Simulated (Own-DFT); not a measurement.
# Misfit strain and the stress it brings: wurtzite GaN, 72 atoms (Ga36N36)

Calculated, not measured: single-point runs of Own-DFT, a retired in-house plane-wave DFT program that no person has reviewed, on unrelaxed cells, without spin or spin-orbit coupling.

All runs used: PBE; PseudoDojo norm-conserving scalar-relativistic files (stringent for Ga); cutoff 96 hartree; 4 x 4 x 3 k mesh centred on Gamma; Gaussian smearing of 0.01 eV.

Caveats: forces not confirmed at this smearing and k mesh; stress not checked against mesh or cutoff.

Unstrained cell vectors in Å: (9.567, 0.000, 0.000); (-4.783, 8.285, 0.000); (0.000, 0.000, 10.370). The unstrained cell has measured lattice constants (interpolated for alloys), not those of this functional. That, the random moves and any unrelaxed bonds set the pressure at no strain. Each run strains x and y alike by e, as a substrate would, and holds the height along z. Random moves of width 0.05 Å per axis were added to every atom. Stress is positive in tension.

| e (%) | u (Å) | (s_xx + s_yy)/2 (GPa) | s_zz (GPa) |
|---|---|---|---|
| -2.50 | 0.049 | -22.26 | -12.25 |
| -1.25 | 0.051 | -13.91 | -9.53 |
| -1.00 | 0.056 | -13.14 | -7.87 |
| -0.75 | 0.048 | -11.24 | -8.43 |
| -0.50 | 0.055 | -10.45 | -8.17 |
| -0.25 | 0.050 | ? | ? |
| 0.50 | 0.049 | -3.87 | -7.14 |
| 1.75 | 0.053 | 0.85 | -3.92 |
| 2.00 | 0.052 | 2.37 | -3.52 |
| 2.50 | 0.051 | 4.74 | -4.03 |

## What the rows give

With e as a fraction, the in-plane stress is -7.2 + 535 e - 2708 e² GPa (errors 10 and 707, scatter 0.47), and s_zz is -7.3 + 167 e GPa (slope ± 15, scatter 0.71). At e = 0 the first slope is C11 + C12 and the second 2 C13, both with the ions held to the strained lattice and at the cell's own pressure. The term in e² is negative: the layer stiffens under compression and softens under tension. A free layer would change its height as e changes, and the in-plane slope would drop by 2 C13²/C33 to the biaxial modulus. At fixed height, a misfit of 1 % moves the in-plane stress by about 5.4 GPa and s_zz by 1.7 GPa.

## Withheld run

Question: what are the two stresses at e = -0.25 %?

The fit gives -8.5 and -7.8 GPa. Computed: -7.47 and -9.01 GPa.
